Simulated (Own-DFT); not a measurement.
GaP (zincblende, strained, atoms displaced) (calculated)

All values are calculated (Own-DFT development build). A calculation, not a measurement: plane-wave PBE density functional theory by an unreviewed code, no spin, of a simulated periodic cell, stress positive in tension, free energy of the whole cell less one offset for each atom, forces on such cells passed a denser k mesh, this cell's mesh not checked; offsets are fitted by least squares, one for each functional and potential file, so energies compare only between cells with the same atoms and settings and are not formation energies; the far tail of each file's local potential was reset to the Coulomb form; each entry is a single point on an unrelaxed cell, so the pressure reflects the starting lattice, mostly measured values (interpolated for alloys), from which strain is counted, and rises with the displacements; printed positions are rounded, which can move forces by about a meV/angstrom; the program, named Own-DFT, is a retired in-house code; no spin-orbit coupling.

Common to all runs: functional PBE; potential files PseudoDojo norm-conserving, scalar-relativistic, standard set; wave cutoff 42 hartree; occupations Fermi-Dirac; smearing width 0.1 eV; hardware one NVIDIA H100; k mesh 3 x 3 x 3 centred on Gamma.

(1) 
```xyz
64
Lattice="10.8620 0.0000 0.0000 0.0000 10.8620 0.0000 0.0000 0.0000 10.9361" Properties=species:S:1:pos:R:3:force_x:R:1:force_y:R:1:force_z:R:1 formula=GaP free_energy_of_cell_above_offsets=-34.975 pressure=3.2 stress_xx=-3.38 stress_yy=-3.35 stress_zz=-2.87 stress_yz=0 stress_xz=0.62 stress_xy=-0.22 wall_time=492.4
Ga    10.8304    10.8487    10.9181      0.386      0.177      0.547
Ga    10.7982     2.7058     2.7571       0.43       0.31     -0.438
Ga     2.6855    10.8538     2.7376     -0.203      0.423     -0.248
Ga     2.7508     2.6880     0.0238     -0.809     -0.229     -0.637
P      1.3374     1.4280     1.3800     -0.115     -0.824     -0.081
P      1.3173     4.0545     4.0626      0.485      0.349      0.334
P      4.0834     1.3392     4.0572     -0.569      0.332      0.358
P      4.0258     4.0385     1.2917       0.87      0.403      0.882
Ga    10.8298     0.0165     5.4346      0.079      -0.02      0.593
Ga     0.0145     2.6802     8.2020      0.038      0.351      0.274
Ga     2.6970     0.0464     8.2069      -0.25     -0.373     -0.386
Ga     2.7013     2.7063     5.4839     -0.003      0.018     -0.913
P      1.3810     1.4064     6.8238     -0.491     -0.755     -0.125
P      1.3484     4.0837     9.6202     -0.048     -0.244     -0.297
P      4.0266     1.3362     9.5487       0.65      0.216      0.495
P      4.0202     4.0305     6.8177      0.682      0.484      0.112
Ga    10.8362     5.4239     0.0479     -0.114      0.252     -0.666
Ga     0.0095     8.1175     2.7468      -0.17      0.142     -0.137
Ga     2.7147     5.4049     2.6463     -0.215      0.185      0.667
Ga     2.7537     8.0986    10.9289     -0.579      0.918      0.098
P      1.3284     6.7809     1.3431      0.346      0.231      0.135
P      1.3200     9.5301     4.0757      0.287     -0.437      0.405
P      4.0390     6.8584     4.1158     -0.002     -1.114     -0.785
P      4.0643     9.5437     1.3963     -0.171     -0.646       -0.3
Ga     0.0151     5.4598     5.4780     -0.143      -0.21      0.058
Ga     0.0433     8.0937     8.2313     -0.479      0.728     -0.102
Ga     2.7036     5.3794     8.1890     -0.176      0.401      0.134
Ga     2.6959     8.0986     5.4590      0.048      1.488      0.211
P      1.3847     6.8581     6.8348     -0.237     -1.199       0.18
P      1.3294     9.5591     9.5389      0.487     -0.679      0.452
P      4.0585     6.8057     9.5561      0.249     -0.697     -0.167
P      4.0618     9.5397     6.8802      -0.07     -0.482     -0.391
Ga     5.4104    10.8309     0.0047      0.203      0.218     -0.285
Ga     5.3939     2.7381     2.7469      0.361      0.036     -0.326
Ga     8.1316    10.8472     2.7799     -0.179     -0.183     -0.601
Ga     8.1214     2.7095    10.9258      0.532     -0.026      0.074
P      6.7618     1.3622     1.3510      0.083     -0.056      0.295
P      6.7889     4.0573     4.1560     -0.355      0.158     -0.486
P      9.4921     1.3709     4.0644     -0.243     -0.308      0.388
P      9.5205     4.1046     1.3902     -0.774     -0.433      0.061
Ga     5.3758     0.0307     5.4569      0.348     -0.325      0.326
Ga     5.4107     2.7227     8.2346      0.255     -0.011     -0.234
Ga     8.0996    10.7939     8.2182      0.585      0.695     -0.492
Ga     8.1684     2.7036     5.4473     -0.224     -0.233      0.569
P      6.7688     1.3393     6.8433      0.122       0.21     -0.027
P      6.8301     4.1092     9.5605     -0.713     -0.421      0.171
P      9.5337     1.3163     9.5551     -0.755      0.307      -0.08
P      9.5152     4.0207     6.8423     -0.094      0.784       0.14
Ga     5.4016     5.3987    10.9328      0.334      0.406     -0.109
Ga     5.3980     8.1383     2.7379      0.538      0.251     -0.219
Ga     8.1460     5.4272     2.8067     -0.292     -0.135      -0.63
Ga     8.1601     8.1387    10.8989     -0.163      0.274      0.693
P      6.8057     6.7802     1.3559     -0.348     -0.113      0.221
P      6.7662     9.4924     4.1394      -0.12      0.092      -0.23
P      9.4596     6.8022     4.1022      0.844     -0.282      0.027
P      9.5241     9.4754     1.3691     -0.339      0.154      0.132
Ga     5.3702     5.4429     5.4192       0.31      0.072      0.734
Ga     5.4497     8.1166     8.2202     -0.095      0.508     -0.194
Ga     8.1297     5.4710     8.2465      0.275     -0.309      -0.93
Ga     8.1797     8.1397     5.4241     -0.462      0.355      0.632
P      6.8035     6.8209     6.8417     -0.247     -0.514     -0.465
P      6.8294     9.4915     9.5650     -0.933     -0.199      0.486
P      9.4549     6.8208     9.5593      0.976     -0.576        0.2
P      9.4906     9.4738     6.8448       0.38      0.102     -0.105
```

Units: free_energy_of_cell_above_offsets in eV; pressure, stress_xx, stress_yy, stress_zz, stress_yz, stress_xz, stress_xy in GPa; wall_time in s; force_x, force_y, force_z in eV/Å.

(2) 
```xyz
64
Lattice="10.8620 0.0000 0.0000 0.0000 10.8620 0.0000 0.0000 0.0000 10.9361" Properties=species:S:1:pos:R:3:force_x:R:1:force_y:R:1:force_z:R:1 formula=GaP free_energy_of_cell_above_offsets=-35.204 pressure=3.16 stress_xx=-3.35 stress_yy=-3.33 stress_zz=-2.8 stress_yz=-0.24 stress_xz=-0.05 stress_xy=-0.54 wall_time=502.6
Ga    10.8606     0.0110     0.0126      0.291     -0.441      0.186
Ga    10.8136     2.7308     2.7278      0.384     -0.134      0.114
Ga     2.6953    10.8451     2.7310     -0.104      0.216      0.318
Ga     2.7026     2.7559     0.0243     -0.109     -0.305     -0.296
P      1.3728     1.3667     1.3668     -0.265     -0.014       0.15
P      1.3570     4.0927     4.1219     -0.394     -0.122     -0.436
P      4.0095     1.3940     4.1091      0.881     -0.672      -0.22
P      4.0431     4.0592     1.3700      0.345      0.645      0.055
Ga     0.0076     0.0226     5.4798     -0.358     -0.615     -0.121
Ga    10.8200     2.7370     8.2079       0.35      -0.22     -0.057
Ga     2.7190     0.0409     8.2313        0.1     -0.285      -0.63
Ga     2.6986     2.7119     5.4270     -0.067       0.31      0.442
P      1.3646     1.3428     6.7860     -0.103      0.531      0.793
P      1.3353     4.1068     9.6102      0.376     -0.357     -0.713
P      4.0731     1.3813     9.5767     -0.099      0.212     -0.022
P      4.0913     4.0838     6.7619     -0.162     -0.079      0.718
Ga    10.8555     5.4064     0.0038       0.39      1.004      -0.01
Ga    10.8467     8.1758     2.7455     -0.237     -0.359     -0.086
Ga     2.7026     5.4551     2.7523     -0.422     -0.259      -0.61
Ga     2.7312     8.1451     0.0145      0.088      0.509      -0.41
P      1.3778     6.8711     1.3407     -0.603      -0.93      0.374
P      1.3396     9.4816     4.1002      0.109      0.334      0.256
P      4.0074     6.7705     4.0720      0.907      0.661      0.271
P      4.0548     9.5055     1.4093      0.232     -0.014     -0.533
Ga    10.8591     5.4257     5.4766      0.167      0.171       0.01
Ga    10.8567     8.1316     8.2660     -0.315      0.229     -0.489
Ga     2.7268     5.4599     8.2203       -0.2     -0.367     -0.479
Ga     2.7503     8.1868     5.4911     -0.949     -0.826     -0.527
P      1.3058     6.8092     6.8622      0.563     -0.045     -0.219
P      1.3753     9.5102     9.5296      -0.13      0.112        0.7
P      4.0619     6.8263     9.5406      0.343     -0.277      0.504
P      4.0537     9.4580     6.7896      0.686      1.055      1.022
Ga     5.3841    10.8571    10.9230      0.293      0.007      0.317
Ga     5.4125     2.7334     2.7315      0.025     -0.265      0.068
Ga     8.1401    10.8136     2.7810     -0.111      0.485     -0.795
Ga     8.1602     2.7393    10.9160     -0.443     -0.358      0.098
P      6.7798     1.3622     1.3609      0.106     -0.044      0.098
P      6.7790     4.0994     4.0819      0.251      -0.45      0.065
P      9.4792     1.3165     4.0862      0.208      0.506      0.215
P      9.5419     4.0639     1.2696     -0.553      0.008      1.109
Ga     5.4606     0.0329     5.5280     -0.375     -0.127     -0.639
Ga     5.4576     2.7215     8.2157      -0.27      0.166     -0.414
Ga     8.1766    10.8461     8.2482      -0.04      0.258     -0.155
Ga     8.1601     2.7042     5.4941      -0.05      0.255     -0.541
P      6.8374     1.3718     6.8534     -0.186     -0.175      0.383
P      6.8227     4.0875     9.5382     -0.459       0.02       0.47
P      9.5143     1.3469     9.6366     -0.056      0.174     -0.752
P      9.4923     4.1076     6.8172     -0.069     -0.244      0.316
Ga     5.4430     5.4607     0.0141     -0.303     -0.312     -0.308
Ga     5.4567     8.1306     2.6784     -0.327     -0.029      0.576
Ga     8.1357     5.3993     2.6840      0.448     -0.055      0.157
Ga     8.1403     8.1087    10.9172      0.033      0.435     -0.062
P      6.8202     6.7892     1.3504     -0.242      -0.12      0.036
P      6.7885     9.5141     4.0659     -0.477     -0.434      0.749
P      9.4975     6.7392     4.1111     -0.118      0.381     -0.322
P      9.4554     9.4920     1.3640      0.391      0.048     -0.098
Ga     5.4438     5.4646     5.4209     -0.415     -0.158      -0.14
Ga     5.4396     8.1269     8.1897      0.031      0.384     -0.086
Ga     8.1224     5.4493     8.2051      0.123      0.045     -0.452
Ga     8.1280     8.1302     5.4889     -0.048     -0.019      -0.49
P      6.7520     6.7710     6.8028      0.273      0.148      0.331
P      6.7959     9.5224     9.5722     -0.362     -0.358      0.033
P      9.4794     6.7652     9.5724      0.216          0      0.084
P      9.4439     9.4804     6.8463      0.811      0.157      0.095
```

Units: free_energy_of_cell_above_offsets in eV; pressure, stress_xx, stress_yy, stress_zz, stress_yz, stress_xz, stress_xy in GPa; wall_time in s; force_x, force_y, force_z in eV/Å.

(3) 
```xyz
64
Lattice="10.8620 0.0000 0.0000 0.0000 10.8620 0.0000 0.0000 0.0000 10.9361" Properties=species:S:1:pos:R:3:force_x:R:1:force_y:R:1:force_z:R:1 formula=GaP free_energy_of_cell_above_offsets=-35.006 pressure=3.22 stress_xx=-3.39 stress_yy=-3.4 stress_zz=-2.87 stress_yz=-0.15 stress_xz=0.18 stress_xy=-0.31 wall_time=512.3
Ga     0.0458    10.8433    10.9290     -0.396     -0.127      0.125
Ga     0.0244     2.7106     2.6867     -0.506      0.194      0.857
Ga     2.6960    10.8139     2.7709      0.193      0.527     -0.821
Ga     2.7120     2.6628    10.9136     -0.141      0.394      0.207
P      1.3078     1.3992     1.3519      0.886     -0.815      0.067
P      1.3570     4.0550     4.1338      0.117     -0.216      -0.58
P      4.0402     1.3477     4.1140      0.512     -0.048     -0.312
P      4.0893     4.0353     1.3244     -0.661      0.212      0.475
Ga    10.8347    10.8401     5.5236      0.569      0.213      -0.85
Ga     0.0048     2.7294     8.2365     -0.522     -0.073     -0.182
Ga     2.7186     0.0492     8.1935     -0.036     -0.619      0.063
Ga     2.7244     2.6886     5.4646     -0.342      0.066      0.144
P      1.3238     1.3717     6.8482      0.205     -0.056     -0.041
P      1.3833     4.0762     9.5563      0.032     -0.202      0.128
P      4.0720     1.3436     9.6080      0.239     -0.058     -0.491
P      4.0011     4.0964     6.8124      0.796     -0.193      0.344
Ga     0.0264     5.3713    10.9301      0.089      0.713      0.067
Ga     0.0107     8.1566     2.7254     -0.209     -0.433      0.166
Ga     2.6959     5.4133     2.7463      0.526      0.037      0.145
Ga     2.7156     8.1239    10.8933     -0.186      0.202      0.664
P      1.3743     6.7905     1.4034     -0.131      -0.25     -0.572
P      1.3673     9.4765     4.0561     -0.446      0.272      0.872
P      4.1000     6.8446     4.1168     -0.188     -0.768     -0.189
P      4.0817     9.4979     1.3256       0.11     -0.076       0.39
Ga    10.8584     5.3915     5.4279      0.229      0.835        0.2
Ga    10.8304     8.1470     8.1887      0.168     -0.038      0.016
Ga     2.7526     5.4437     8.2636     -0.966     -0.093     -1.249
Ga     2.7392     8.1882     5.4541     -0.032      0.025     -0.116
P      1.3723     6.8671     6.7881     -0.167     -0.946      0.424
P      1.3577     9.4693     9.5803      0.073      0.385     -0.539
P      4.0020     6.7859     9.5419      1.124      0.182      0.529
P      4.1029     9.5128     6.8058      -0.37      0.062      0.652
Ga     5.4684     0.0041    10.9244     -0.161     -0.237      0.116
Ga     5.4342     2.7263     2.6970     -0.258     -0.096      0.625
Ga     8.0917     0.0513     2.7621       0.78     -0.783      0.104
Ga     8.1567     2.7134     0.0538     -0.321     -0.082     -0.446
P      6.7711     1.3494     1.4028      0.091      0.166     -0.428
P      6.7626     4.0823     4.1186      0.166     -0.031     -0.509
P      9.5082     1.3453     4.1273     -0.082      0.466     -0.112
P      9.5294     4.0683     1.3430     -0.356      0.182      0.471
Ga     5.4339     0.0228     5.5197     -0.333     -0.305     -0.863
Ga     5.4248     2.7071     8.2196     -0.386      0.032     -0.455
Ga     8.1326    10.8356     8.2037      0.307      0.297     -0.382
Ga     8.0834     2.7330     5.5023      0.499     -0.236     -0.402
P      6.7566     1.3246     6.8014      0.414      0.579      0.979
P      6.7536     4.0556     9.5597      0.476      0.358      0.353
P      9.4803     1.3182     9.6070      0.159      0.317      -0.31
P      9.5109     4.0962     6.7752     -0.043     -0.523       0.73
Ga     5.3659     5.4418     0.0262      0.547      0.241     -0.412
Ga     5.4797     8.1273     2.7620     -0.477      0.821      0.038
Ga     8.1623     5.4554     2.7389     -0.356     -0.221     -0.368
Ga     8.1087     8.1273     0.0023      0.774      0.371     -0.178
P      6.7665     6.8673     1.3589      0.069     -1.255      0.028
P      6.8023     9.5082     4.1682     -0.325      0.262      -0.57
P      9.4831     6.7752     4.0907      0.326      0.379      0.204
P      9.5488     9.4701     1.3745     -0.818      0.583     -0.137
Ga     5.4484     5.4377     5.4734     -0.495       0.07       0.02
Ga     5.4093     8.0867     8.1806      0.176      0.487      0.114
Ga     8.1959     5.4148     8.1969     -0.444     -0.141      0.005
Ga     8.1164     8.1461     5.4831      0.404     -0.209     -0.099
P      6.8002     6.7724     6.8313      0.072     -0.139      0.312
P      6.8195     9.5095     9.5508     -0.602     -0.466      0.001
P      9.5009     6.7603     9.5668      0.148       0.13      0.255
P      9.5123     9.5054     6.7934     -0.518     -0.324      0.722
```

Units: free_energy_of_cell_above_offsets in eV; pressure, stress_xx, stress_yy, stress_zz, stress_yz, stress_xz, stress_xy in GPa; wall_time in s; force_x, force_y, force_z in eV/Å.

(4) 
```xyz
64
Lattice="10.8620 0.0000 0.0000 0.0000 10.8620 0.0000 0.0000 0.0000 10.9361" Properties=species:S:1:pos:R:3:force_x:R:1:force_y:R:1:force_z:R:1 formula=GaP free_energy_of_cell_above_offsets=-35.105 pressure=3.18 stress_xx=-3.33 stress_yy=-3.34 stress_zz=-2.85 stress_yz=-0.11 stress_xz=0.26 stress_xy=0.13 wall_time=493.6
Ga     0.0477     0.0375     0.0210     -1.009     -0.547     -0.077
Ga    10.8260     2.7189     2.6947       0.78     -0.125      0.524
Ga     2.6730    10.8259     2.7270      0.321      0.277      0.014
Ga     2.7053     2.6997    10.9027      0.155      0.224      0.589
P      1.3685     1.3145     1.3370      0.142      0.892      0.565
P      1.4005     4.0853     4.1269     -0.185     -0.326     -0.627
P      4.0754     1.3074     4.0809      -0.12      0.569     -0.194
P      4.0602     4.0558     1.3885     -0.211      0.247     -0.188
Ga    10.8477    10.8217     5.4912      0.135      0.524      0.005
Ga     0.0231     2.6709     8.2592     -0.159      0.399     -0.575
Ga     2.7025     0.0171     8.2067      0.041     -0.088     -0.016
Ga     2.7696     2.7100     5.4659     -0.105      0.023     -0.185
P      1.3665     1.3912     6.8148     -0.051     -0.431      0.126
P      1.3914     4.0601     9.5576     -0.284      0.143       0.04
P      4.0568     1.3747     9.5898      0.522     -0.185     -0.626
P      4.0902     4.1257     6.7856      -0.08      -0.46      0.776
Ga    10.8369     5.3857    10.9056      0.413      0.692     -0.006
Ga    10.8407     8.1526     2.6969      0.181      0.239     -0.121
Ga     2.7023     5.4972     2.7282      0.079      -0.87      0.045
Ga     2.7347     8.1609    10.9226      0.176      0.036      0.367
P      1.4004     6.7953     1.3642     -0.782      0.104      -0.53
P      1.3432     9.5347     4.0967     -0.178     -0.597      0.068
P      4.0365     6.7938     4.0786      0.708      0.159      0.049
P      4.0950     9.5288     1.4028     -0.294     -0.003     -0.743
Ga     0.0728     5.4415     5.4672      -0.59     -0.209      0.127
Ga     0.0633     8.1434     8.2107     -0.299      0.303     -0.056
Ga     2.7357     5.4594     8.2348     -0.089     -0.467     -0.479
Ga     2.7548     8.1634     5.4158     -0.341      0.164      0.629
P      1.3769     6.7727     6.8628      0.349      0.497     -0.356
P      1.3550     9.5191     9.6355      0.128     -0.015     -0.675
P      4.0538     6.7887     9.5514      0.531      0.361      0.229
P      4.1204     9.5124     6.8569     -0.581      0.102     -0.191
Ga     5.4537    10.8205    10.8729     -0.937      0.845      0.873
Ga     5.4550     2.7202     2.7224     -0.343     -0.211     -0.019
Ga     8.1652    10.8341     2.7478     -0.902       0.66      0.364
Ga     8.1953     2.7133     0.0598     -0.567      0.052     -0.405
P      6.7383     1.3576     1.3183      0.643     -0.189      0.492
P      6.7480     4.1177     4.0652       0.43     -0.482      0.442
P      9.5236     1.3582     4.1071     -0.188     -0.086     -0.115
P      9.5232     4.0876     1.3746      -0.26      0.077     -0.003
Ga     5.4064     0.0588     5.4893      0.421     -0.554     -0.072
Ga     5.4722     2.7270     8.1741     -0.244      0.102      0.077
Ga     8.1640     0.0311     8.2189     -0.111       -0.2     -0.202
Ga     8.1298     2.6988     5.4544      0.505      0.842     -0.438
P      6.8465     1.3869     6.7817     -0.608      -0.44      0.731
P      6.8217     4.0909     9.5661      -0.41     -0.237      0.656
P      9.5039     1.3630     9.5915      0.209     -0.097      0.167
P      9.5254     4.0629     6.8392      0.017      0.043      0.006
Ga     5.4043     5.4720     0.0320      0.154     -0.463     -0.161
Ga     5.4064     8.1798     2.7145      0.045     -0.325      0.423
Ga     8.1597     5.4164     2.7549     -0.191       0.33     -0.305
Ga     8.1327     8.1484    10.9165     -0.017      0.109      0.367
P      6.7607     6.8208     1.3951      0.428     -0.253      -0.21
P      6.7505     9.4709     4.1164      0.108      0.624      0.003
P      9.5465     6.7724     4.0548     -0.115      0.048      0.567
P      9.4284     9.5513     1.3906      1.038     -0.585      -0.75
Ga     5.4189     5.4469     5.4593      0.231      0.513     -0.124
Ga     5.4470     8.1219     8.1584      0.233      0.248      0.536
Ga     8.1266     5.4106     8.2239      0.571       0.22     -0.373
Ga     8.1428     8.1417     5.4234      0.314     -0.103      0.001
P      6.8393     6.8025     6.8282     -0.292     -0.329     -0.146
P      6.7815     9.5658     9.6222      0.482     -1.111     -1.367
P      9.5055     6.8405     9.5459      0.014     -0.531      0.167
P      9.4945     9.4907     6.8318      0.041     -0.145       0.31
```

Units: free_energy_of_cell_above_offsets in eV; pressure, stress_xx, stress_yy, stress_zz, stress_yz, stress_xz, stress_xy in GPa; wall_time in s; force_x, force_y, force_z in eV/Å.
